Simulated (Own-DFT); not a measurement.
Simulation results for GaN (wurtzite, strained, atoms displaced), SiC (4H silicon carbide, atoms displaced), SiC (4H silicon carbide, strained, atoms displaced)

Computed with Own-DFT development build. A calculation, not a measurement: plane-wave PBE density functional theory by an unreviewed code, no spin, of a simulated periodic cell, stress positive in tension, free energy of the whole cell less one offset for each atom, forces on such cells passed a denser k mesh, this cell's mesh not checked; offsets are fitted by least squares, one for each functional and potential file, so energies compare only between cells with the same atoms and settings and are not formation energies; the far tail of each file's local potential was reset to the Coulomb form; each entry is a single point on an unrelaxed cell, so the pressure reflects the starting lattice, mostly measured values (interpolated for alloys), from which strain is counted, and rises with the displacements; printed positions are rounded, which can move forces by about a meV/angstrom; the program, named Own-DFT, is a retired in-house code; no spin-orbit coupling.

Settings shared by all entries: functional PBE.

(1) GaN (wurtzite, strained, atoms displaced)

```
GaN
1.0
     12.7560     0.0000     0.0000
     -4.7835     8.2853     0.0000
      0.0000     0.0000    10.6552
Ga N Ga N Ga N Ga N Ga N Ga N Ga N Ga N Ga N Ga N Ga N Ga N Ga N Ga N Ga N Ga N Ga N Ga N Ga N Ga N Ga N Ga N Ga N Ga N
2 2 2 2 2 2 2 2 2 2 2 2 2 2 2 2 2 2 2 2 2 2 2 2 2 2 2 2 2 2 2 2 2 2 2 2 2 2 2 2 2 2 2 2 2 2 2 2
Direct
  0.08404 0.22109 0.99727
  0.16156 0.11150 0.24581
  0.08617 0.22052 0.19139
  0.16502 0.10431 0.44120
  0.08657 0.21323 0.50188
  0.15784 0.09487 0.74538
  0.08325 0.21252 0.68552
  0.16157 0.10998 0.94161
  0.08320 0.55449 0.00019
  0.17412 0.45027 0.25184
  0.07628 0.55087 0.18979
  0.16629 0.44041 0.43221
  0.07744 0.54890 0.50214
  0.16758 0.44455 0.75432
  0.08494 0.55752 0.69071
  0.17430 0.44756 0.93984
  0.08468 0.88428 0.00735
  0.16558 0.77965 0.24263
  0.08330 0.89154 0.18875
  0.17531 0.78802 0.43785
  0.08256 0.88840 0.50997
  0.16253 0.77366 0.75424
  0.08333 0.89118 0.68656
  0.16882 0.77873 0.94112
  0.33365 0.21758 0.99590
  0.41998 0.12479 0.25957
  0.32967 0.21213 0.19951
  0.41099 0.10568 0.43678
  0.32959 0.22878 0.49340
  0.41153 0.11231 0.74870
  0.32817 0.22087 0.69537
  0.41215 0.10742 0.93231
  0.33173 0.55194 0.99647
  0.41084 0.44170 0.24496
  0.32678 0.54871 0.18597
  0.41317 0.44345 0.43858
  0.32930 0.55106 0.50189
  0.40506 0.44175 0.74397
  0.32980 0.55524 0.68412
  0.42163 0.44943 0.93823
  0.32675 0.86990 0.00270
  0.40256 0.75822 0.25317
  0.33627 0.88896 0.18837
  0.41569 0.77922 0.43344
  0.34129 0.89544 0.50246
  0.41207 0.77863 0.75096
  0.34105 0.88834 0.70011
  0.42051 0.78627 0.93534
  0.58439 0.21951 0.99661
  0.66256 0.10479 0.25008
  0.57634 0.22173 0.18588
  0.67945 0.12128 0.44152
  0.58514 0.23164 0.50263
  0.66445 0.10892 0.74090
  0.58748 0.22364 0.68881
  0.65951 0.11525 0.93871
  0.58665 0.55391 0.00450
  0.66702 0.44824 0.24877
  0.58154 0.55298 0.18844
  0.66586 0.45281 0.44205
  0.58429 0.54946 0.49793
  0.66529 0.44068 0.75313
  0.58008 0.55605 0.69176
  0.67754 0.45244 0.93849
  0.57549 0.88774 0.00102
  0.66608 0.77252 0.24924
  0.58962 0.89845 0.18658
  0.67457 0.78002 0.44752
  0.58642 0.89398 0.50261
  0.66700 0.77740 0.75362
  0.58414 0.88838 0.68982
  0.67354 0.78444 0.93992
  0.84192 0.23123 0.00625
  0.91897 0.11536 0.24985
  0.83189 0.21672 0.18774
  0.93509 0.11644 0.43276
  0.83873 0.22773 0.49449
  0.92056 0.11063 0.74862
  0.83382 0.22389 0.68753
  0.92346 0.11838 0.93566
  0.83496 0.56388 0.00730
  0.91460 0.44283 0.25857
  0.83473 0.56119 0.18292
  0.91883 0.44427 0.43201
  0.83330 0.55149 0.50254
  0.92327 0.44752 0.75298
  0.83088 0.54844 0.68746
  0.91071 0.43547 0.93413
  0.82836 0.89633 0.00172
  0.91657 0.77861 0.23819
  0.83204 0.89495 0.19081
  0.91482 0.77861 0.43873
  0.83108 0.89052 0.50310
  0.91284 0.78155 0.75242
  0.83894 0.89814 0.68238
  0.91828 0.77747 0.94093
```

It was run with potential files PseudoDojo norm-conserving, scalar-relativistic, standard set with the stringent files for Ga, wave cutoff 96 hartree, occupations Gaussian, smearing width 0.01 eV and k mesh 3 x 4 x 3 centred on Gamma.

Results for GaN (wurtzite, strained, atoms displaced): free energy of cell above offsets -4.838 eV; pressure 2.22 GPa; stress xx -5.69 GPa; stress yy -4.36 GPa; stress zz 3.38 GPa; stress yz -0.58 GPa; stress xz -0.61 GPa; stress xy 0.04 GPa.

Force:
```
element  x (eV/Å)  y (eV/Å)  z (eV/Å)
     Ga     0.126     0.339     1.113
     Ga     1.231    -0.635     1.481
      N    -1.313     1.251    -1.346
      N     0.359     0.231    -0.784
     Ga      0.12      1.36     0.068
     Ga     0.519     2.624     1.853
      N    -0.306     1.529     0.401
      N     1.359    -0.677    -0.716
     Ga     -0.54    -0.662     0.354
     Ga    -2.534     -1.69     0.145
      N     0.998     0.377    -0.555
      N     -0.23     0.228     1.245
     Ga     1.533     1.586    -0.577
     Ga    -0.076     -0.81    -0.547
      N     0.384    -0.354    -0.454
      N    -1.753    -0.523    -0.639
     Ga    -0.795      0.92    -0.854
     Ga     0.618     0.001     1.575
      N     0.095    -0.359    -0.327
      N    -0.781    -1.338     0.329
     Ga     0.214    -0.767     -2.33
     Ga     0.667     0.986    -0.249
      N     0.246    -2.532     0.877
      N    -0.838    -0.966    -0.592
     Ga    -0.413     0.219     0.432
     Ga     0.759    -2.077    -0.914
      N    -1.035     1.467    -1.724
      N     0.842     1.883     1.213
     Ga     0.693    -1.484     1.094
     Ga     1.079     0.178       0.5
      N    -0.124    -0.238    -1.519
      N     0.536    -0.199     0.794
     Ga     1.508     1.022     0.395
     Ga     0.739    -0.513     0.668
      N     1.423     0.465    -1.083
      N     0.542     0.931    -0.715
     Ga    -0.232      0.84    -0.488
     Ga     1.975     0.311     1.117
      N    -0.481     0.428     0.374
      N    -0.424    -0.476     0.003
     Ga     0.361     2.687     0.511
     Ga     0.868     2.759    -0.232
      N    -0.494     -0.23    -0.196
      N     0.974    -0.388     0.986
     Ga    -0.893    -1.136     0.395
     Ga     2.653    -0.777     0.486
      N    -3.206     0.865    -2.146
      N    -0.412    -2.283    -0.091
     Ga    -1.908      0.92     0.556
     Ga    -0.215     1.462     0.368
      N     1.338     0.685     0.405
      N    -2.187    -0.981    -0.849
     Ga     0.255     -0.93    -0.082
     Ga     0.722     0.385     1.641
      N    -1.585    -0.114     -0.67
      N     2.896    -1.189     -0.86
     Ga     0.006     0.353    -1.074
     Ga     0.379    -0.725     0.241
      N    -0.524     0.108     0.111
      N     1.935    -1.491    -1.554
     Ga    -2.088     1.768     1.563
     Ga    -0.178     0.669     0.124
      N     0.184    -0.568    -0.474
      N     -1.53    -0.883     0.109
     Ga     1.824     1.351     0.259
     Ga    -0.531     1.176     0.783
      N    -0.639     -2.83     0.064
      N    -2.358     -0.84    -1.632
     Ga     0.277    -0.546    -0.313
     Ga      0.08     0.072    -0.294
      N    -0.392    -0.519    -0.357
      N     -1.81    -0.984    -0.363
     Ga    -1.216     -1.64    -0.714
     Ga     0.476    -0.129     0.488
      N    -0.431     1.067     0.468
      N    -3.292    -0.914       0.2
     Ga     1.696    -0.667     1.262
     Ga      -1.1     0.785     0.184
      N     0.765     0.062    -0.514
      N    -0.919    -0.489      0.05
     Ga     0.873    -0.872    -1.618
     Ga    -0.121    -0.186    -2.208
      N     0.053    -1.079     1.522
      N    -0.727     0.295      1.45
     Ga    -0.256     1.227     0.005
     Ga    -1.515    -1.002    -0.138
      N      0.31     1.007      0.16
      N     0.736     2.127     0.687
     Ga     1.878     0.492     0.497
     Ga    -0.476     0.724     2.086
      N     0.534    -0.621    -0.768
      N      0.63    -0.492    -0.287
     Ga     1.958     0.855    -0.767
     Ga     0.527    -1.021    -0.007
      N    -0.536     -1.13     1.236
      N     -0.34      0.88    -0.307
```

(2) SiC (4H silicon carbide, atoms displaced)

```
SiC
1.0
      6.1654     0.0000     0.0000
     -3.0827     5.3394     0.0000
      0.0000     0.0000    10.0681
Si C Si C Si C Si C Si C Si C Si C Si C
2 2 2 2 2 2 2 2 2 2 2 2 2 2 2 2
Direct
  0.97972 0.96475 0.40880
  0.19222 0.34253 0.16985
  0.02798 0.99800 0.08989
  0.15892 0.32708 0.34375
  0.95929 0.45876 0.40039
  0.20578 0.83665 0.17490
  0.01343 0.49749 0.11226
  0.14997 0.82093 0.34720
  0.49176 0.99983 0.39847
  0.69007 0.32863 0.15719
  0.50645 0.99805 0.10667
  0.64888 0.34330 0.34930
  0.46846 0.50905 0.40770
  0.64800 0.80902 0.15784
  0.47927 0.50427 0.08933
  0.68680 0.83906 0.34401
  0.99771 0.00862 0.89533
  0.82568 0.65562 0.66364
  0.94776 0.97065 0.59588
  0.81642 0.65198 0.84846
  0.97556 0.47612 0.91081
  0.82712 0.17015 0.65690
  0.00725 0.50560 0.60332
  0.82581 0.14236 0.85250
  0.49237 0.00759 0.91277
  0.34463 0.67011 0.66622
  0.48734 0.00034 0.60880
  0.32971 0.66594 0.85416
  0.48485 0.50732 0.91051
  0.33530 0.16773 0.65828
  0.48629 0.50367 0.58344
  0.34437 0.15577 0.84169
```

Here we set potential files PseudoDojo norm-conserving, scalar-relativistic, standard set, wave cutoff 42 hartree, occupations Fermi-Dirac, smearing width 0.1 eV, hardware one NVIDIA H100 and k mesh 5 x 5 x 3 centred on Gamma.

Results for SiC (4H silicon carbide, atoms displaced): free energy of cell above offsets 1.438 eV; pressure 7.73 GPa; stress xx -11.02 GPa; stress yy -4.46 GPa; stress zz -7.71 GPa; stress yz 0.24 GPa; stress xz -0.63 GPa; stress xy 0.22 GPa; wall time 118.7 s.

Force:
```
element  x (eV/Å)  y (eV/Å)  z (eV/Å)
     Si     1.686     3.574     1.678
     Si    -2.728    -4.059    -3.164
      C    -1.274    -0.124     1.034
      C    -1.088    -1.416     2.127
     Si     2.355     3.504     2.495
     Si    -5.601    -1.073    -3.696
      C     0.334     0.497    -2.096
      C     2.006    -1.009      1.87
     Si     0.294    -0.121     2.706
     Si     -2.76     0.961     1.087
      C     1.558     1.138    -1.823
      C     -1.07    -1.947    -1.282
     Si     2.834     0.058    -0.302
     Si     3.794     3.416    -0.478
      C     4.053    -0.865      0.86
      C    -5.557    -2.015    -1.364
     Si     4.488    -3.132     3.739
     Si    -0.761    -0.592    -0.976
      C      3.09     1.919    -0.127
      C     0.133     0.533     0.185
     Si     1.274     1.784     0.997
     Si    -0.418    -0.378     0.775
      C    -0.502    -0.971    -1.296
      C    -3.481      2.82    -1.689
     Si     2.265    -2.535     0.968
     Si    -1.725    -0.098    -0.488
      C     1.449     -0.14    -2.986
      C    -1.927     0.131    -0.837
     Si     2.061    -1.686    -0.604
     Si    -2.223     0.199    -0.774
      C     1.262    -1.075     3.473
      C    -3.821     2.704    -0.012
```

(3) SiC (4H silicon carbide, strained, atoms displaced)

```
SiC
1.0
      9.3731    -0.1082    -0.0392
     -4.7802     8.0422     0.0906
     -0.0427     0.0892    10.0621
Si C Si C Si C Si C Si C Si C Si C Si C Si C Si C Si C Si C Si C Si C Si C Si C Si C Si C
2 2 2 2 2 2 2 2 2 2 2 2 2 2 2 2 2 2 2 2 2 2 2 2 2 2 2 2 2 2 2 2 2 2 2 2
Direct
  0.99734 0.99494 0.39914
  0.11557 0.21728 0.15845
  0.99488 0.00320 0.09503
  0.11898 0.21884 0.33558
  0.99493 0.33002 0.40558
  0.11007 0.56164 0.14371
  0.99632 0.33217 0.08639
  0.11008 0.56098 0.35125
  0.99311 0.66132 0.40689
  0.10496 0.88347 0.15719
  0.99511 0.67232 0.08905
  0.10468 0.88565 0.33777
  0.33272 0.99760 0.40789
  0.44827 0.22475 0.15826
  0.32663 0.99293 0.09881
  0.44196 0.23185 0.34676
  0.33156 0.32898 0.41014
  0.44044 0.54450 0.14784
  0.33239 0.34031 0.08793
  0.44415 0.55234 0.34866
  0.32645 0.66892 0.40215
  0.44349 0.89342 0.16695
  0.32378 0.66135 0.09706
  0.44496 0.88726 0.34878
  0.66943 1.00000 0.40047
  0.78063 0.21376 0.16130
  0.65639 0.99867 0.09770
  0.77354 0.22185 0.34449
  0.66231 0.33493 0.40792
  0.77838 0.55469 0.16115
  0.67422 0.33787 0.09322
  0.78765 0.55334 0.35028
  0.65844 0.65633 0.41108
  0.77385 0.88920 0.16180
  0.67036 0.66935 0.09178
  0.77797 0.89584 0.34910
  0.99939 0.00949 0.91187
  0.89242 0.77562 0.65587
  0.00466 0.99340 0.59633
  0.88740 0.78191 0.84781
  0.00134 0.67469 0.90685
  0.89328 0.45393 0.65313
  0.99983 0.66677 0.58410
  0.88827 0.44412 0.84746
  0.00224 0.33872 0.91008
  0.89520 0.11063 0.65733
  0.99548 0.33089 0.59809
  0.89338 0.10712 0.84279
  0.66582 0.99137 0.90942
  0.55682 0.77948 0.66338
  0.66232 0.00091 0.59764
  0.55407 0.77531 0.84919
  0.65943 0.67126 0.90716
  0.56271 0.44773 0.65872
  0.66229 0.66436 0.59811
  0.55769 0.45210 0.84916
  0.66926 0.33638 0.90452
  0.55566 0.10595 0.64980
  0.68038 0.33405 0.59476
  0.55116 0.10434 0.84276
  0.32725 0.00910 0.91287
  0.22422 0.77264 0.65776
  0.33280 0.98926 0.59409
  0.22069 0.77566 0.83158
  0.33309 0.66258 0.90861
  0.21500 0.43670 0.65803
  0.33047 0.66040 0.59087
  0.22509 0.44756 0.83734
  0.33094 0.33337 0.89774
  0.21829 0.10983 0.65452
  0.33580 0.33500 0.59895
  0.23074 0.11077 0.84981
```

Here we set potential files PseudoDojo norm-conserving, scalar-relativistic, standard set, wave cutoff 42 hartree, occupations Fermi-Dirac, smearing width 0.1 eV, hardware one NVIDIA H100 and k mesh 4 x 4 x 3 centred on Gamma.

Results for SiC (4H silicon carbide, strained, atoms displaced): free energy of cell above offsets -7.075 eV; pressure 2.77 GPa; stress xx 2.08 GPa; stress yy -4.49 GPa; stress zz -5.91 GPa; stress yz 2.63 GPa; stress xz -1.95 GPa; stress xy -5.22 GPa; wall time 356.2 s.

Force:
```
element  x (eV/Å)  y (eV/Å)  z (eV/Å)
     Si      0.78     0.608     1.351
     Si    -1.192     1.485    -1.943
      C     0.761    -0.746     0.493
      C    -1.859     0.274     2.664
     Si     0.998     0.624     0.229
     Si    -1.271    -1.453     2.396
      C     0.943    -0.076     2.782
      C    -0.547    -1.356    -2.214
     Si     2.204     1.729    -0.629
     Si    -0.505     1.081    -0.675
      C     1.026    -0.706     0.846
      C     0.588    -0.081     1.564
     Si     -0.67     0.144    -0.234
     Si    -0.482     0.224    -0.803
      C     0.016     1.242     0.159
      C     1.539    -1.694    -0.154
     Si    -0.723     1.164     0.177
     Si    -0.431     2.988     2.381
      C     1.042    -2.935    -0.504
      C    -1.095     0.033    -1.448
     Si     2.045    -1.283     1.421
     Si    -0.488    -1.461    -1.881
      C     2.083     1.362    -0.709
      C    -0.569     1.168     -0.35
     Si    -0.858         0     2.455
     Si    -1.436     1.817    -1.524
      C     1.702    -0.546    -0.131
      C     0.143     0.093     0.217
     Si     1.088    -0.628      0.24
     Si    -0.334     0.137     -0.92
      C    -0.358      -1.1      0.78
      C    -3.721    -0.202    -1.489
     Si     0.663     1.445    -0.207
     Si    -0.266    -0.233    -0.707
      C      -0.7    -0.319     1.275
      C     0.439    -1.937    -0.607
     Si     1.737    -1.687    -0.816
     Si    -0.571    -0.501     0.734
      C    -1.684     1.037    -1.576
      C      0.13     0.137    -0.583
     Si    -0.062    -0.816     -1.39
     Si     1.196    -1.263     1.404
      C     0.111     0.797     2.461
      C     0.323     1.108     -0.95
     Si    -0.103    -0.931    -2.426
     Si    -1.092    -0.893    -0.262
      C     0.489     0.061      -1.1
      C    -1.606     1.254     0.704
     Si    -1.108     1.917    -0.389
     Si    -0.665    -0.732    -1.573
      C     2.177    -0.592     -1.15
      C    -0.698     0.204    -0.252
     Si     2.729     -0.51     0.146
     Si     -0.15    -1.041     0.498
      C     0.782     1.024    -0.305
      C     0.426    -0.963    -0.884
     Si     -0.38    -0.915     0.232
     Si    -0.496     0.684     1.898
      C    -2.865     -0.36    -0.428
      C     0.142      0.78     0.585
     Si     3.984    -2.578    -0.826
     Si    -0.166     -0.58    -2.366
      C    -1.089     1.822    -0.646
      C    -0.144     0.323     4.459
     Si    -1.348     0.883    -0.585
     Si     0.605     1.266    -1.539
      C     0.134     0.483     0.697
      C    -0.379    -0.753     1.925
     Si     0.541     0.451     0.993
     Si     2.306    -0.341     0.935
      C    -0.143    -0.726     -0.43
      C    -3.617     1.088    -1.496
```
